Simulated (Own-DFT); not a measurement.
# What a defect does to the pressure of its cell: zincblende GaAs

Source: density functional calculations with Own-DFT, an unreviewed in-house program that is no longer used. Nothing was measured or relaxed, and spin and spin-orbit coupling are left out.

Settings: PBE; PseudoDojo norm-conserving scalar-relativistic files; cutoff 42 hartree; 3 x 3 x 3 k mesh centred on Gamma; Fermi-Dirac smearing of 0.1 eV.

Known weak points (not all hold for every row): not probed for a lower state with spin; forces not confirmed at this smearing and k mesh; stress not checked against mesh or cutoff.

All runs share one cell, with vectors in Å (11.737, 0.000, 0.000); (0.000, 11.737, 0.000); (0.000, 0.000, 10.833) and a volume of 1492.4 Å³, strained against the parent crystal. Atoms were moved at random from their sites; u is the rms move along one axis. The defect's site can differ from row to row.

```
                             cell     formula   u (Å)  P (GPa)
                        no defect    As32Ga32  0.0342     1.33
                        no defect    As32Ga32  0.0479     1.59
                        no defect    As32Ga32  0.0515     1.60
              one P on an As site   As31Ga32P  0.0296     0.98
              one P on an As site   As31Ga32P  0.0302     1.03
              one P on an As site   As31Ga32P  0.0323     1.05
              one In on a Ga site  As32Ga31In  0.0471     2.09
              one In on a Ga site  As32Ga31In  0.0503     2.18
              one In on a Ga site  As32Ga31In  0.0518     2.17
one As vacancy and one Ga vacancy    As31Ga31  0.0289     0.90
one As vacancy and one Ga vacancy    As31Ga31  0.0494     1.21
one As vacancy and one Ga vacancy    As31Ga31  0.0533     1.38
              one Al on a Ga site  AlAs32Ga31  0.0277     1.18
              one Al on a Ga site  AlAs32Ga31  0.0311        ?
              one Al on a Ga site  AlAs32Ga31  0.0492     1.51
              one Al on a Ga site  AlAs32Ga31  0.0521     1.54
```

## Working it out

P = P0 + c u² + a shift for each defect gives P0 = 1.09 GPa, c = 204 ± 14 GPa/Å² and a scatter of 0.03 GPa. The shifts, and each times the cell's volume:

- one In on a Ga site: 0.55 ± 0.03 GPa, 5.1 eV
- one Al on a Ga site: -0.08 ± 0.03 GPa, -0.8 eV
- one P on an As site: -0.26 ± 0.03 GPa, -2.4 eV
- one As vacancy and one Ga vacancy: -0.34 ± 0.03 GPa, -3.2 eV

Positive is outwards. The product with the volume (160.2 GPa Å³ to the eV) is nearly free of the cell's size; divided by the bulk modulus at the cell's pressure it gives the volume that the defect adds. The atoms around the defects weren't relaxed, which would change these numbers.

## The run left out

Q: what pressure belongs in the blank (one Al on a Ga site, u = 0.0311 Å)?

The fitted form gives 1.20 ± 0.04 GPa. DFT gave 1.25 GPa.
